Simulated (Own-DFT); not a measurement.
# Point defects and the pressure they add: C11b WSi2

Source: density functional calculations with Own-DFT, an unreviewed in-house program that is no longer used. Nothing was measured or relaxed, and spin and spin-orbit coupling are left out.

Common settings: PBE; PseudoDojo norm-conserving scalar-relativistic files; cutoff 50 hartree; 5 x 5 x 5 k mesh centred on Gamma; cold (Marzari-Vanderbilt) smearing of 0.2 eV.

Limits: forces on such cells failed a check on a denser k mesh; stress not checked against mesh or cutoff.

All runs share one cell, with vectors in Å (-2.148, -5.953, 3.409); (-6.444, 2.976, 1.136); (-2.553, -2.948, -6.757) and a volume of 403.2 Å³. u is the rms random offset of the atoms per axis. The defect's site can differ from row to row.

```
cell,formula,u (Å),P (GPa)
no defect,Si20W10,0.0228,4.67
no defect,Si20W10,0.0441,5.90
no defect,Si20W10,0.0521,6.29
one Si on a W site,Si21W9,0.0259,6.22
one Si on a W site,Si21W9,0.0286,6.23
one Si on a W site,Si21W9,0.0454,?
one Si on a W site,Si21W9,0.0519,7.59
one Si vacancy,Si19W10,0.0295,3.33
one Si vacancy,Si19W10,0.0482,4.81
one Si vacancy,Si19W10,0.0586,5.26
one W vacancy,Si20W9,0.0288,3.08
one W vacancy,Si20W9,0.0293,3.68
one W vacancy,Si20W9,0.0578,5.71
one W on a Si site,Si19W11,0.0324,9.91
one W on a Si site,Si19W11,0.0457,10.66
one W on a Si site,Si19W11,0.0530,11.34
```

## What the rows give

P = P0 + c u² + a shift for each defect gives P0 = 4.23 GPa, c = 807 ± 57 GPa/Å² and a scatter of 0.21 GPa. The shifts, and each times the cell's volume:

- one W on a Si site: 4.82 ± 0.18 GPa, 12.1 eV
- one Si on a W site: 1.33 ± 0.18 GPa, 3.4 eV
- one W vacancy: -1.42 ± 0.17 GPa, -3.6 eV
- one Si vacancy: -1.54 ± 0.18 GPa, -3.9 eV

Positive is outwards. The product with the volume (160.2 GPa Å³ to the eV) is nearly free of the cell's size; divided by the bulk modulus at the cell's pressure it gives the volume that the defect adds. The atoms around the defects weren't relaxed, which would change these numbers.

## Prediction

Q: what pressure belongs in the blank (one Si on a W site, u = 0.0454 Å)?

From the fit: 7.22 ± 0.25 GPa. DFT gave 6.98 GPa.
